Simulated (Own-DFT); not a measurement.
# Response to strain: hcp Hf, 36 atoms (Hf36)

No measurement is shown. These are fixed-geometry runs of a retired plane-wave code named Own-DFT, which no person has reviewed; spin and spin-orbit coupling are neglected.

Common settings: PBE; PseudoDojo norm-conserving scalar-relativistic files; cutoff 42 hartree; 4 x 4 x 4 k mesh centred on Gamma; cold (Marzari-Vanderbilt) smearing of 0.2 eV.

Known weak points: hafnium file: forces about 75 meV/angstrom off all-electron values; forces on such cells passed a denser k mesh, each cell not checked; stress not checked against mesh or cutoff.

Unstrained cell vectors in Å: (9.589, 0.000, 0.000); (-4.795, 8.305, 0.000); (0.000, 0.000, 10.102). The unstrained cell has measured lattice constants (interpolated for alloys), not those of this functional. That, the random moves and any unrelaxed bonds set the pressure at no strain. Each run strains this cell uniformly, with the atoms carried along. Each coordinate of each atom was shifted by a normal deviate of width 0.05 Å. Strains are tensor components in per cent; tension counts as positive stress, and P is minus the mean normal stress.

```
run  e_xx (%)  e_yy (%)  e_zz (%)  e_yz (%)  e_xz (%)  e_xy (%)  s_xx (GPa)  s_yy (GPa)  s_zz (GPa)  s_yz (GPa)  s_xz (GPa)  s_xy (GPa)  P (GPa)  E (meV/atom)
  1     -0.61     -1.38      1.71      1.36      0.63      1.33       -1.99       -3.53        0.35        1.29        0.43        2.02     1.72          17.7
  2     -1.87      1.75      0.62      0.33     -0.89      0.38       -3.52        1.30       -0.65        0.40       -0.99        0.86     0.95          17.4
  3     -0.82     -1.76     -1.80     -0.74      0.28     -0.10       -5.59       -6.97       -7.61       -0.86        0.31       -0.11     6.72          30.0
  4     -1.93      0.43      0.08      0.08      1.94      1.89       -5.09       -1.62       -2.56       -0.04        1.99        2.64     3.09          23.8
  5     -0.35     -0.44     -1.14      1.39      1.00      1.73       -3.29       -3.55       -4.72        1.39        0.93        2.29     3.85          29.8
  6     -0.03     -0.14      1.34      0.81      1.30     -1.89       -0.92       -0.42        0.93        0.79        1.27       -2.33     0.14          16.6
  7      1.08     -0.93     -1.16      0.95     -0.19     -1.26       -0.36       -3.81       -3.97        0.96       -0.16       -1.42     2.71          23.0
  8      1.90      1.34     -0.90     -0.81      1.65     -1.69        2.66        1.45       -1.10       -0.77        1.65       -1.94    -1.00          15.0
  9     -1.96     -1.99      0.45     -1.80      1.36     -0.35       -5.93       -6.69       -3.69       -1.77        1.27       -0.59     5.44          25.7
 10      1.43      0.14      0.10      0.15     -0.08      0.11        1.91       -0.19       -0.21        0.14       -0.08        0.23    -0.50           0.0
 11      1.36      0.06     -0.43      1.15      1.31      1.54        1.48       -0.93       -1.71        1.10        1.18        2.17     0.39          11.9
 12      0.98      0.19      0.99     -0.40     -1.30      0.02        1.52        0.17        1.06       -0.26       -1.31        0.17    -0.92          10.1
 13      0.89     -1.61      0.05      0.21      0.80      1.94       -0.65       -3.99       -1.91        0.11        0.76        2.77     2.18          16.1
 14      0.63      1.17     -0.32     -0.85      0.77      0.15        0.41        1.29       -1.02       -0.83        0.83        0.34    -0.23           4.6
 15     -0.17      0.61      0.82      0.07      0.46     -1.61       -0.47        0.11        0.36        0.14        0.51       -2.08     0.00           9.5
 16     -1.20     -0.99     -1.04      0.89      0.93     -0.98       -5.32       -4.90       -5.67        0.86        0.95       -1.21     5.30          25.0
 17      1.10      1.22     -1.16      1.33     -0.84     -0.56        0.83        0.98       -2.32        1.35       -0.91       -0.60     0.17           7.8
 18      1.79     -1.37     -0.56      0.21      1.72     -0.07           ?           ?           ?           ?           ?           ?        ?             ?
```

E is the free energy per atom, counted from the lowest run shown.

## Working it out

Regress every stress component on the fractional strains (shears doubled) of the visible runs, with a constant. Shear strains stay in the fit of a normal stress only where such slopes are resolved. The slopes, in GPa:

```
stress  at no strain  per e_xx  per e_yy  per e_zz  scatter
  s_xx          -1.3   206 ± 5    61 ± 5    77 ± 6     0.22
  s_yy          -1.5    62 ± 4   206 ± 5    77 ± 5     0.21
  s_zz          -1.7    78 ± 3    74 ± 3   211 ± 3     0.13
```

The slope of each shear stress on twice its own strain, from a fit on all six strains: yz 49 ± 1, xz 50 ± 1, xy 66 ± 1 GPa. These are stiffnesses along x, y and z of the frame in which the cell vectors are given, with the crystal's c axis along z: C11, C12, C13 and C33. Hexagonal symmetry asks that xx and yy behave alike, which is a second check on the noise. The atoms are held to the strained lattice; where symmetry lets them move under strain, relaxing them would lower some slopes. The table should be nearly symmetric about its diagonal, and what it lacks of that shows the noise. A ninth of the table's sum, 117 ± 1 GPa, estimates the bulk modulus near the mean pressure of these runs, 1.8 GPa, so it lies above the value at zero pressure.

## Prediction

The question: what normal stresses and pressure should run 18 give?

The fit gives s_xx = 1.1, s_yy = -3.6, s_zz = -2.5 and P = 1.7 GPa. The hidden result is 0.88, -3.53, -2.68 and P = 1.78 GPa.
